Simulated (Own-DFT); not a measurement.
Simulation results for GaN (wurtzite, atoms displaced)

Computed with Own-DFT development build. A calculation, not a measurement: plane-wave PBE density functional theory by an unreviewed code, no spin, of a simulated periodic cell, stress positive in tension, free energy of the whole cell less one offset for each atom, forces on such cells passed a denser k mesh, this cell's mesh not checked; offsets are fitted by least squares, one for each functional and potential file, so energies compare only between cells with the same atoms and settings and are not formation energies; the far tail of each file's local potential was reset to the Coulomb form; each entry is a single point on an unrelaxed cell, so the pressure reflects the starting lattice, mostly measured values (interpolated for alloys), from which strain is counted, and rises with the displacements; printed positions are rounded, which can move forces by about a meV/angstrom; the program, named Own-DFT, is a retired in-house code; no spin-orbit coupling.

Common to all runs: functional PBE; potential files PseudoDojo norm-conserving, scalar-relativistic, standard set with the stringent files for Ga; wave cutoff 96 hartree; occupations Gaussian; smearing width 0.01 eV; k mesh 3 x 4 x 3 centred on Gamma.

(1) GaN (wurtzite, atoms displaced)

```
GaN
1.0
     12.7560     0.0000     0.0000
     -4.7835     8.2853     0.0000
      0.0000     0.0000    10.3700
Ga N Ga N Ga N Ga N Ga N Ga N Ga N Ga N Ga N Ga N Ga N Ga N Ga N Ga N Ga N Ga N Ga N Ga N Ga N Ga N Ga N Ga N Ga N Ga N
2 2 2 2 2 2 2 2 2 2 2 2 2 2 2 2 2 2 2 2 2 2 2 2 2 2 2 2 2 2 2 2 2 2 2 2 2 2 2 2 2 2 2 2 2 2 2 2
Direct
  0.08233 0.22000 0.00062
  0.16470 0.11070 0.24657
  0.08275 0.22155 0.18992
  0.16501 0.10998 0.43802
  0.08269 0.22235 0.50263
  0.16863 0.10948 0.74903
  0.08756 0.22762 0.68624
  0.16625 0.11151 0.94029
  0.08258 0.55466 0.00003
  0.16495 0.44397 0.25255
  0.08469 0.55632 0.18750
  0.16523 0.44417 0.43827
  0.08236 0.55816 0.50043
  0.16697 0.44661 0.75066
  0.08245 0.55346 0.68873
  0.16726 0.44673 0.94062
  0.08345 0.88827 0.00137
  0.16693 0.77979 0.24748
  0.08779 0.89376 0.18527
  0.16802 0.77580 0.44113
  0.08488 0.89113 0.50165
  0.16730 0.77718 0.75202
  0.08431 0.88720 0.68648
  0.16220 0.77224 0.93872
  0.33452 0.22341 0.00058
  0.41882 0.11524 0.24985
  0.33391 0.21763 0.19016
  0.41708 0.10999 0.43872
  0.33327 0.22171 0.49840
  0.41978 0.11384 0.75287
  0.33251 0.21827 0.68812
  0.41909 0.11258 0.94037
  0.33594 0.55648 0.00044
  0.41784 0.44423 0.25069
  0.33159 0.55405 0.18722
  0.41800 0.44444 0.43905
  0.33611 0.55862 0.49789
  0.41512 0.44433 0.75239
  0.33273 0.54808 0.69014
  0.41455 0.44657 0.94168
  0.33334 0.88987 0.00223
  0.41663 0.77683 0.25029
  0.33418 0.88725 0.18822
  0.41811 0.78009 0.43769
  0.33547 0.89188 0.49943
  0.41807 0.78301 0.74997
  0.33161 0.88494 0.68651
  0.41550 0.77920 0.93713
  0.57830 0.21772 0.99796
  0.66412 0.10682 0.25329
  0.58462 0.22531 0.18469
  0.66602 0.11243 0.43677
  0.58077 0.22104 0.50203
  0.66815 0.11380 0.74586
  0.58425 0.21982 0.68883
  0.66718 0.11320 0.93751
  0.58281 0.55250 0.99846
  0.66808 0.44284 0.25007
  0.58695 0.55923 0.19030
  0.66543 0.44062 0.43831
  0.58485 0.55443 0.50139
  0.66575 0.44309 0.75270
  0.58356 0.55399 0.68773
  0.66686 0.44404 0.93846
  0.58167 0.88702 0.00049
  0.66580 0.77555 0.24964
  0.58298 0.88503 0.18682
  0.66779 0.77485 0.44006
  0.58349 0.88664 0.49864
  0.66803 0.77724 0.74646
  0.58584 0.89020 0.69172
  0.66515 0.77693 0.93858
  0.83519 0.22297 0.99527
  0.91401 0.10989 0.25078
  0.83632 0.22202 0.18886
  0.91603 0.11141 0.44023
  0.83565 0.22117 0.50067
  0.91639 0.11504 0.75025
  0.83307 0.22360 0.69045
  0.91556 0.11028 0.94088
  0.83349 0.55239 0.00211
  0.91520 0.44557 0.24751
  0.83268 0.55537 0.19113
  0.91554 0.44538 0.43773
  0.83183 0.55793 0.50220
  0.91919 0.44610 0.75219
  0.83129 0.55369 0.68645
  0.91614 0.44672 0.93725
  0.83500 0.89233 0.00188
  0.91821 0.77945 0.24839
  0.83382 0.88550 0.18998
  0.91721 0.77753 0.43384
  0.83674 0.89187 0.50308
  0.91652 0.77761 0.74963
  0.83395 0.88977 0.68816
  0.91566 0.77557 0.93938
```

```
free energy of cell above offsets : -10.381 eV
pressure                          : 5.39 GPa
stress xx                         : -5.45 GPa
stress yy                         : -4.84 GPa
stress zz                         : -5.87 GPa
stress yz                         : 0.21 GPa
stress xz                         : -0.12 GPa
stress xy                         : 0.63 GPa
```

Force:
```
element  x (eV/Å)  y (eV/Å)  z (eV/Å)
     Ga    -0.014     0.632     0.115
     Ga     0.321      0.36     0.682
      N     -0.24     0.008    -0.192
      N     0.173     0.251    -0.157
     Ga     0.229     0.238    -0.659
     Ga    -0.602     0.104     0.227
      N    -0.387     -0.87     0.888
      N     0.361    -0.131    -0.398
     Ga     0.177    -0.215     0.216
     Ga     0.155    -0.017    -0.346
      N    -0.486      0.06     0.126
      N     0.266     0.211     0.348
     Ga     0.127    -0.551    -0.125
     Ga     0.294    -0.064     0.204
      N     0.026     0.393     0.042
      N     0.113    -0.466     -0.27
     Ga    -0.184    -0.064    -0.649
     Ga     0.299    -0.296     0.636
      N     -0.47    -0.714     0.486
      N    -0.318     0.704     -0.69
     Ga     0.059    -0.494    -0.654
     Ga    -0.102    -0.217    -0.303
      N    -0.303     0.051     0.602
      N     0.509     0.973     0.047
     Ga    -0.301    -0.118     0.192
     Ga     0.473    -0.695     0.083
      N    -0.602     0.755    -0.316
      N    -0.239     0.273    -0.188
     Ga    -0.218    -0.035     0.116
     Ga    -0.318    -0.655    -0.513
      N     0.422     0.455     0.148
      N     -1.16    -0.521    -0.453
     Ga    -1.083     0.323     0.107
     Ga    -0.059     0.056    -0.204
      N     0.355    -0.018     0.475
      N    -0.083    -0.005     -0.09
     Ga    -0.397    -0.555     0.452
     Ga     0.564     -0.33    -0.221
      N    -0.528     1.381    -0.469
      N     0.956    -0.588    -0.445
     Ga    -0.209    -0.479     -0.31
     Ga     0.019    -0.202    -0.224
      N    -0.115     0.508     0.238
      N     0.033    -0.145     0.102
     Ga    -0.224    -0.529     0.005
     Ga     0.369     -0.92    -0.114
      N     0.057     0.768      0.42
      N     0.067    -0.033     0.231
     Ga     1.518     0.817     0.355
     Ga     0.266     0.549    -1.036
      N     0.166    -0.592     0.489
      N     0.257    -0.303     0.802
     Ga     0.502     0.127    -0.274
     Ga     0.139    -0.496     0.913
      N    -0.528     0.395    -0.004
      N     -0.01    -0.286    -0.092
     Ga     0.006     0.624     0.433
     Ga     -0.43     0.187     0.164
      N    -0.255    -0.961    -0.461
      N    -0.055     0.213     0.085
     Ga    -0.087    -0.159    -0.294
     Ga     0.193     0.123    -0.388
      N    -0.194    -0.153     0.416
      N    -0.055    -0.287     0.167
     Ga     0.208     0.407    -0.511
     Ga     0.338     0.317     0.325
      N    -0.224     0.353     0.416
      N     -0.09     0.443    -0.095
     Ga     0.228      0.32     0.359
     Ga    -0.206      -0.1     0.763
      N    -0.304    -0.104     -0.83
      N     0.382     0.011    -0.189
     Ga     -0.74    -0.024     0.879
     Ga     0.576     -0.11     0.074
      N     -0.96    -0.017    -0.399
      N     0.325    -0.138    -0.166
     Ga    -0.825     0.598    -0.162
     Ga     0.742    -0.286     0.033
      N     0.302     0.193    -0.358
      N     0.392     0.222    -0.681
     Ga    -0.568     0.407    -0.029
     Ga     0.627    -0.246     0.555
      N     0.194     0.247    -0.591
      N     0.043    -0.096     0.143
     Ga     0.395    -0.356    -0.708
     Ga    -0.596     0.093    -0.576
      N     0.234       0.2     0.696
      N     0.407    -0.355     0.281
     Ga    -0.262    -0.947    -0.157
     Ga     0.283    -0.129     0.014
      N    -0.403     0.548     -0.16
      N     0.048      0.28     0.848
     Ga    -0.125    -0.479     -0.74
     Ga     0.142    -0.146     0.222
      N     0.246     0.294     0.313
      N    -0.025     0.224    -0.038
```

(2) GaN (wurtzite, atoms displaced)

```
GaN
1.0
     12.7560     0.0000     0.0000
     -4.7835     8.2853     0.0000
      0.0000     0.0000    10.3700
Ga N Ga N Ga N Ga N Ga N Ga N Ga N Ga N Ga N Ga N Ga N Ga N Ga N Ga N Ga N Ga N Ga N Ga N Ga N Ga N Ga N Ga N Ga N Ga N
2 2 2 2 2 2 2 2 2 2 2 2 2 2 2 2 2 2 2 2 2 2 2 2 2 2 2 2 2 2 2 2 2 2 2 2 2 2 2 2 2 2 2 2 2 2 2 2
Direct
  0.08301 0.22277 0.99794
  0.16286 0.10800 0.24746
  0.08565 0.21831 0.18903
  0.16981 0.11402 0.43908
  0.08349 0.22102 0.50202
  0.16431 0.10849 0.74849
  0.08483 0.22743 0.68986
  0.16579 0.10939 0.93849
  0.08331 0.55852 0.99824
  0.16886 0.44430 0.24921
  0.08630 0.56081 0.18765
  0.16562 0.44383 0.44100
  0.08236 0.56032 0.50170
  0.16697 0.44548 0.74828
  0.08122 0.55483 0.68835
  0.16567 0.44255 0.93816
  0.08466 0.88854 0.00258
  0.16584 0.77969 0.24852
  0.08537 0.88734 0.19136
  0.16754 0.77575 0.43790
  0.08215 0.89011 0.50218
  0.16770 0.77896 0.74753
  0.08475 0.88722 0.68809
  0.16422 0.77699 0.93887
  0.33139 0.22516 0.99982
  0.41703 0.11300 0.24870
  0.33460 0.22249 0.18911
  0.41530 0.10731 0.43797
  0.33100 0.21887 0.49780
  0.41366 0.10743 0.75237
  0.33188 0.22033 0.68819
  0.41690 0.11112 0.93716
  0.33571 0.55794 0.00088
  0.41894 0.44964 0.25369
  0.33552 0.55723 0.18864
  0.41591 0.44340 0.44002
  0.33484 0.55759 0.49997
  0.41081 0.44091 0.75223
  0.33441 0.55761 0.68879
  0.41799 0.44556 0.93980
  0.33378 0.88990 0.99902
  0.41871 0.78259 0.24842
  0.33435 0.89329 0.18642
  0.41534 0.77408 0.44035
  0.33728 0.89215 0.49882
  0.41527 0.77539 0.75014
  0.33284 0.88882 0.68650
  0.41486 0.77822 0.93489
  0.57980 0.22098 0.00044
  0.66751 0.11157 0.24915
  0.58595 0.22652 0.19051
  0.66777 0.11006 0.43942
  0.58408 0.22039 0.49888
  0.66885 0.11374 0.74876
  0.58333 0.22186 0.68973
  0.66753 0.11636 0.94125
  0.58097 0.55489 0.99979
  0.66555 0.44342 0.25269
  0.58428 0.55833 0.18912
  0.66708 0.44411 0.44129
  0.58263 0.55640 0.50184
  0.66832 0.44423 0.74918
  0.58357 0.55306 0.69228
  0.66749 0.44788 0.93650
  0.58265 0.88751 0.00015
  0.66240 0.77163 0.25403
  0.58415 0.89235 0.18995
  0.66735 0.77529 0.43854
  0.58477 0.88991 0.49904
  0.66704 0.77776 0.74636
  0.58476 0.89236 0.68675
  0.66852 0.78130 0.93790
  0.83088 0.21761 0.99771
  0.91344 0.10818 0.24857
  0.83092 0.22329 0.18913
  0.91911 0.11005 0.44025
  0.83226 0.22166 0.49843
  0.92065 0.11357 0.75088
  0.83222 0.22283 0.69147
  0.91514 0.10753 0.93797
  0.83405 0.55274 0.99884
  0.91851 0.43995 0.24809
  0.83246 0.55557 0.18746
  0.91646 0.44498 0.43882
  0.83355 0.55871 0.49967
  0.91411 0.44229 0.75311
  0.83289 0.55376 0.68974
  0.91442 0.44513 0.93897
  0.83322 0.88762 0.99866
  0.91615 0.77392 0.25200
  0.83557 0.88878 0.18936
  0.91564 0.77861 0.43884
  0.83391 0.89002 0.49946
  0.91492 0.77646 0.74980
  0.83479 0.89263 0.68998
  0.91830 0.77918 0.93744
```

```
free energy of cell above offsets : -10.423 eV
pressure                          : 5.39 GPa
stress xx                         : -4.93 GPa
stress yy                         : -6.03 GPa
stress zz                         : -5.21 GPa
stress yz                         : -0.17 GPa
stress xz                         : -0.23 GPa
stress xy                         : 0.08 GPa
```

Force:
```
element  x (eV/Å)  y (eV/Å)  z (eV/Å)
     Ga     0.026    -0.278     0.364
     Ga     1.133     0.191     0.655
      N    -1.347     0.696    -0.424
      N    -0.795    -0.712    -0.281
     Ga     0.109     0.484    -0.332
     Ga     0.204     0.196      0.24
      N     0.337     -0.71    -0.133
      N    -0.055     0.148    -0.132
     Ga      0.15    -0.534     0.163
     Ga     -0.36    -0.018     0.371
      N     0.143     -0.86     -0.13
      N     0.069     0.154    -0.286
     Ga      0.47    -0.721    -0.276
     Ga    -0.207     0.475     0.246
      N     0.103     0.086     0.372
      N     0.105     0.517     0.003
     Ga    -0.478    -0.006      -0.2
     Ga     0.894    -0.169     0.613
      N    -0.903     0.117    -0.424
      N     -0.34     0.822     0.035
     Ga     0.623    -0.097     -0.59
     Ga     0.007    -0.421     0.382
      N    -0.761     0.129      0.06
      N     0.609     0.371    -0.397
     Ga     0.479    -0.443     0.268
     Ga     0.147     0.065     0.142
      N    -0.511     0.392    -0.042
      N     0.226     0.794    -0.183
     Ga     0.651     0.408     0.431
     Ga     0.384     0.534    -0.622
      N      -0.1     0.011     0.024
      N    -0.596     0.034     0.418
     Ga    -0.498    -0.256    -0.125
     Ga     0.013    -0.771    -0.401
      N    -0.121     0.291    -0.016
      N     0.177     0.093     0.082
     Ga    -0.416    -0.656     0.081
     Ga     0.953     0.207    -0.372
      N    -0.139    -0.338    -0.071
      N    -0.572     -0.09    -0.171
     Ga    -0.356      -0.1    -0.004
     Ga    -0.429    -0.322     0.376
      N     0.183    -0.424      0.14
      N      0.36     0.801    -0.605
     Ga    -0.528    -0.813     0.082
     Ga     0.214     0.706    -0.502
      N     0.242    -0.131     0.246
      N     0.401    -0.013     0.679
     Ga     0.481     0.776     0.017
     Ga    -0.417     0.207     0.258
      N     -0.27    -0.591    -0.231
      N    -0.187    -0.021    -0.448
     Ga     -0.37     0.123     0.467
     Ga    -0.504     -0.31       0.5
      N    -0.237    -0.199    -0.289
      N    -0.249    -0.903    -0.419
     Ga     0.876     0.508    -0.088
     Ga     0.282     0.505    -0.167
      N    -0.046    -0.614    -0.111
      N    -0.292     0.026    -0.211
     Ga     0.196    -0.535     0.423
     Ga    -0.396    -0.249     0.184
      N    -0.645     0.169    -0.465
      N    -0.128    -0.433     0.486
     Ga     0.015     0.478    -0.224
     Ga      0.58     1.128    -0.725
      N     0.295    -0.487    -0.202
      N    -0.296     0.307      0.37
     Ga    -0.159    -0.347     0.153
     Ga    -0.197     0.041      0.51
      N    -0.083    -0.459      0.22
      N    -0.391    -0.477    -0.085
     Ga     0.194      0.59     0.304
     Ga     0.515     0.301     0.229
      N     0.874     -0.45    -0.415
      N     -0.66     0.187    -0.364
     Ga     0.578     0.305     0.548
     Ga    -0.772    -0.032    -0.126
      N     0.723    -0.059    -0.557
      N     0.083     0.541     0.175
     Ga    -0.906     0.619     0.313
     Ga    -0.546     1.039     0.315
      N     0.372    -0.336     0.273
      N    -0.112    -0.073    -0.216
     Ga     0.288    -0.496     0.223
     Ga     0.301      0.29    -0.435
      N     0.068     0.406    -0.376
      N     0.909    -0.557     0.143
     Ga     0.199    -0.244     0.416
     Ga    -0.069     0.238    -0.424
      N    -0.591    -0.393    -0.051
      N     0.302     0.067     0.163
     Ga    -0.046     -0.02     0.292
     Ga     0.312     0.072     0.108
      N     0.184    -0.272    -0.436
      N     0.041    -0.207     0.221
```

(3) GaN (wurtzite, atoms displaced)

```
GaN
1.0
     12.7560     0.0000     0.0000
     -4.7835     8.2853     0.0000
      0.0000     0.0000    10.3700
Ga N Ga N Ga N Ga N Ga N Ga N Ga N Ga N Ga N Ga N Ga N Ga N Ga N Ga N Ga N Ga N Ga N Ga N Ga N Ga N Ga N Ga N Ga N Ga N
2 2 2 2 2 2 2 2 2 2 2 2 2 2 2 2 2 2 2 2 2 2 2 2 2 2 2 2 2 2 2 2 2 2 2 2 2 2 2 2 2 2 2 2 2 2 2 2
Direct
  0.08244 0.22027 0.99819
  0.16404 0.11128 0.25148
  0.08233 0.22102 0.18890
  0.16334 0.10778 0.43782
  0.08602 0.22768 0.49945
  0.16518 0.11149 0.75154
  0.08031 0.22594 0.68935
  0.16837 0.11464 0.93561
  0.08362 0.55738 0.99783
  0.16631 0.44380 0.24581
  0.08236 0.55492 0.18941
  0.16512 0.44758 0.43957
  0.08193 0.55586 0.50237
  0.16559 0.44462 0.75173
  0.08288 0.55712 0.68938
  0.16602 0.44346 0.93969
  0.08563 0.88750 0.99990
  0.16923 0.77869 0.24707
  0.08281 0.89058 0.19134
  0.16867 0.77833 0.44013
  0.08476 0.88843 0.50203
  0.16621 0.77580 0.74588
  0.08530 0.88743 0.68213
  0.16908 0.77787 0.93821
  0.33606 0.22445 0.00060
  0.41798 0.11187 0.25222
  0.32829 0.22025 0.18954
  0.41651 0.11016 0.43755
  0.33193 0.22395 0.50078
  0.41459 0.11166 0.74937
  0.33070 0.21990 0.68911
  0.41719 0.11310 0.93623
  0.33344 0.55456 0.99845
  0.41521 0.44252 0.24851
  0.33461 0.55512 0.19145
  0.41705 0.44398 0.43539
  0.33238 0.55409 0.49780
  0.41824 0.44312 0.74921
  0.32835 0.55259 0.69338
  0.41600 0.44140 0.94118
  0.33320 0.89008 0.99783
  0.41742 0.77624 0.24689
  0.33061 0.88157 0.18936
  0.41732 0.77817 0.43768
  0.33517 0.88844 0.49932
  0.41834 0.77875 0.75311
  0.33141 0.88628 0.68943
  0.41886 0.78068 0.93672
  0.58358 0.22295 0.00063
  0.66475 0.11081 0.24878
  0.58553 0.22155 0.18496
  0.66693 0.10989 0.43807
  0.58297 0.22096 0.50152
  0.66668 0.11337 0.75100
  0.58156 0.22070 0.68841
  0.66862 0.11405 0.93896
  0.58443 0.55644 0.99750
  0.66649 0.44311 0.24910
  0.58316 0.55466 0.18690
  0.66434 0.44251 0.43573
  0.58172 0.55294 0.50341
  0.66973 0.44659 0.74750
  0.58349 0.55626 0.68968
  0.66647 0.44546 0.93719
  0.58177 0.89090 0.00041
  0.66782 0.77895 0.24911
  0.58059 0.88679 0.18479
  0.66463 0.77682 0.43484
  0.58450 0.88744 0.50256
  0.66709 0.77728 0.74569
  0.58619 0.89390 0.68745
  0.66777 0.77671 0.93564
  0.83041 0.22140 0.99978
  0.91339 0.10928 0.24851
  0.83534 0.22309 0.18498
  0.91547 0.11349 0.43831
  0.83173 0.22394 0.50377
  0.91571 0.10674 0.74840
  0.83239 0.22209 0.68996
  0.91825 0.11063 0.93580
  0.83277 0.55228 0.99932
  0.91651 0.44529 0.25096
  0.83573 0.55320 0.18844
  0.91434 0.44563 0.43632
  0.83178 0.55778 0.49615
  0.91724 0.44332 0.75111
  0.83435 0.55512 0.68789
  0.92066 0.44860 0.93501
  0.83288 0.89183 0.99698
  0.91663 0.77961 0.25110
  0.83617 0.89314 0.18508
  0.91458 0.77861 0.43867
  0.83250 0.88919 0.50068
  0.91403 0.77460 0.74981
  0.83293 0.88657 0.68668
  0.91611 0.77675 0.93612
```

```
free energy of cell above offsets : -10.424 eV
pressure                          : 5.39 GPa
stress xx                         : -5.16 GPa
stress yy                         : -4.95 GPa
stress zz                         : -6.05 GPa
stress yz                         : 0.02 GPa
stress xz                         : -0.01 GPa
stress xy                         : -0.17 GPa
```

Force:
```
element  x (eV/Å)  y (eV/Å)  z (eV/Å)
     Ga     0.067     0.151     0.405
     Ga      0.04    -0.159    -0.076
      N     -0.23      0.09    -0.298
      N     0.212     0.619     0.379
     Ga    -0.488    -0.605     0.022
     Ga    -0.278    -0.222    -0.637
      N     0.752    -0.511     -0.26
      N     0.233    -0.572     0.614
     Ga     0.296    -0.204     0.589
     Ga    -0.194     0.036     0.559
      N     0.104     0.137    -0.452
      N     0.421    -0.155     -0.49
     Ga    -0.171      0.15    -0.441
     Ga    -0.348    -0.041     0.093
      N     0.059      -0.5    -0.036
      N     0.039     0.199      0.07
     Ga    -0.637     0.311      0.06
     Ga    -0.844    -0.388     0.838
      N     0.343    -0.309    -0.572
      N    -0.242    -0.103     -0.43
     Ga    -0.231    -0.168      -1.1
     Ga    -0.124     0.339     0.518
      N    -0.771      0.24     1.622
      N    -0.341     0.093    -0.386
     Ga    -0.472    -0.548     0.195
     Ga     -0.38    -0.313    -0.584
      N         1    -0.051    -0.144
      N     -0.14     0.294     0.394
     Ga     0.112    -0.503    -0.337
     Ga     0.245    -0.405    -0.141
      N     0.097     0.429    -0.258
      N     0.184    -0.168      0.41
     Ga     -0.06     0.111     0.307
     Ga     0.399     0.074    -0.079
      N    -0.294    -0.108    -0.798
      N    -0.187    -0.031     0.646
     Ga    -0.145     0.308      0.45
     Ga    -0.834    -0.032     0.417
      N     1.218      0.45    -0.758
      N     0.102     0.663     -0.63
     Ga     0.269     0.079      0.34
     Ga    -0.195    -0.057     0.668
      N     0.466     1.287    -0.607
      N     0.324    -0.139     0.019
     Ga    -0.201    -0.103     0.186
     Ga    -0.217    -0.123    -0.887
      N     0.561     0.437    -0.133
      N     -0.26    -0.372     0.566
     Ga    -0.122     0.112      -0.6
     Ga     0.813    -0.155     0.194
      N    -0.751     0.027     0.524
      N    -0.288     0.044    -0.064
     Ga     0.055    -0.078    -0.362
     Ga     0.064         0    -0.023
      N    -0.039     0.348     0.101
      N    -0.517    -0.361    -0.219
     Ga    -0.115     0.058     0.332
     Ga     0.027     0.301    -0.241
      N     0.082     0.056     0.007
      N     0.006     0.036     0.491
     Ga     0.033     0.259    -0.931
     Ga     -0.18    -0.417     0.347
      N       0.1    -0.231    -0.228
      N      0.28    -0.281    -0.127
     Ga     0.813    -0.189    -0.479
     Ga    -0.054    -0.165    -0.419
      N     0.548     0.384     0.463
      N      0.39    -0.205     0.697
     Ga     -0.45     0.173      -0.7
     Ga    -0.226     0.384     0.681
      N    -0.111    -0.609     0.412
      N    -0.636     0.348    -0.027
     Ga      1.08     0.504     -0.28
     Ga     0.414     0.552     0.415
      N     -0.71    -0.092     0.409
      N     0.161    -0.091     0.127
     Ga     0.295     0.008    -0.617
     Ga    -0.345     0.428     0.056
      N     0.122    -0.081     0.092
      N    -0.646     0.219     0.087
     Ga     0.014     0.501     0.032
     Ga     0.493    -0.347     -0.18
      N    -0.901     0.466     -0.16
      N     0.256    -0.057     0.628
     Ga      0.18     -0.25     0.342
     Ga    -0.079      0.13    -0.428
      N    -0.103    -0.124    -0.431
      N    -0.511    -0.692      0.59
     Ga     0.474    -0.426     0.089
     Ga     0.082    -0.253    -0.286
      N    -0.367    -0.764     0.166
      N     0.329      0.13    -0.049
     Ga    -0.095     0.313    -0.561
     Ga     0.729      0.35    -0.184
      N    -0.058     0.009     0.075
      N     0.207     0.123     0.405
```
